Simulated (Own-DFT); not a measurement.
# Short bonds, stiff crystals?

Everything here is calculated. The program is Own-DFT (plane waves, in-house, since retired, never reviewed by a person); positions were held fixed, and spin and spin-orbit coupling were off.

Caveats (not all hold for every row): forces on such cells moved up to 12 meV/angstrom on a denser k mesh; forces not confirmed at this smearing and k mesh; k mesh not checked against a denser one; forces on such cells passed a denser k mesh, each cell not checked; stress not checked against mesh or cutoff.

All runs are PBE with PseudoDojo norm-conserving files; cutoff and k mesh are each material's own. Every cell starts from measured lattice constants and was given uniform random strains and small random moves of its atoms. Each triple is the change of volume in per cent, the rms move u in Å and the pressure in GPa.

- 4H SiC (C36Si36), 10.36 Å³/atom unstrained: (-1.62, 0.051, 9.66); (0.31, 0.047, 4.54); (0.44, 0.051, 4.56); (0.76, 0.049, 3.34); (1.37, 0.045, 2.02); (1.84, 0.049, 1.26); (2.92, 0.049, -0.33)
- wurtzite AlN (Al36N36), 10.45 Å³/atom unstrained: (-1.94, 0.053, 10.69); (-1.33, 0.047, 8.95); (-1.32, 0.050, 9.12); (-0.07, 0.049, 6.05); (0.06, 0.046, 5.84); (0.41, 0.052, 4.88); (1.04, 0.050, 3.37)
- wurtzite GaN (Ga36N36), 11.42 Å³/atom unstrained: (-1.21, 0.050, 10.35); (-1.05, 0.050, 10.27); (-0.86, 0.054, 9.58); (-0.82, 0.052, 9.71); (0.38, 0.048, 6.46); (0.69, 0.048, 6.27); (2.47, 0.051, 3.33)
- diamond silicon (Si64), 20.02 Å³/atom unstrained: (-2.46, 0.049, 5.13); (-2.23, 0.052, 4.91); (0.42, 0.045, 2.27); (0.88, 0.047, 1.97); (1.00, 0.050, 1.56); (1.05, 0.049, 1.55); (2.86, 0.051, 0.00)
- zincblende GaAs (As32Ga32), 22.58 Å³/atom unstrained: withheld
- grey tin (Sn64), 34.15 Å³/atom unstrained: (-3.63, 0.054, 6.15); (-1.45, 0.049, 4.56); (-0.27, 0.052, 3.86); (-0.22, 0.050, 3.76); (1.71, 0.055, 2.78); (1.97, 0.054, 2.81); (2.01, 0.052, 2.71)

## Worked fit

Fit a line to each set against the fractional change of volume; B is minus its slope, and u is nearly the same within a set. To take it to zero pressure, assume that B rises by 4 GPa for each GPa: B0 = B - 4 x (mean pressure). The bond length of an ideal tetrahedral crystal with the unstrained volume v is d = (√3/4)(8 v)^(1/3). Cohen's empirical rule reads B0 = (1971 - 220 L) d^(-3.5) GPa, with L = 0 for group IV crystals and SiC and 1 for III-V compounds.

```
material,L,d (Å),B (GPa),mean P (GPa),B0 (GPa),rule (GPa)
4H SiC (C36Si36),0,1.888,224 ± 14,3.6,210 ± 14,213
wurtzite AlN (Al36N36),1,1.893,242 ± 4,7.0,214 ± 4,188
wurtzite GaN (Ga36N36),1,1.950,199 ± 12,8.0,167 ± 12,169
diamond silicon (Si64),0,2.352,98 ± 3,2.5,88 ± 3,99
zincblende GaAs (As32Ga32),1,2.448,?,?,?,76
grey tin (Sn64),0,2.810,59 ± 3,3.8,44 ± 3,53
```

A line through ln[B0/(1971 - 220 L)] against ln d has a slope of -4.1 ± 0.2 and a scatter of 7 %. Against the rule, B0 stands at 98 % for 4H SiC, 114 % for wurtzite AlN, 99 % for wurtzite GaN, 89 % for diamond silicon, 83 % for grey tin. PBE tends to make silicon and heavier crystals too soft, and the rule itself is only a guide.

## Test on the hidden row

Asked: what B0 does the fitted trend give for zincblende GaAs (As32Ga32)?

The line gives 68 GPa. Its own runs give B = 78 ± 3 GPa at a mean pressure of 4.2 GPa, so B0 = 61 GPa.
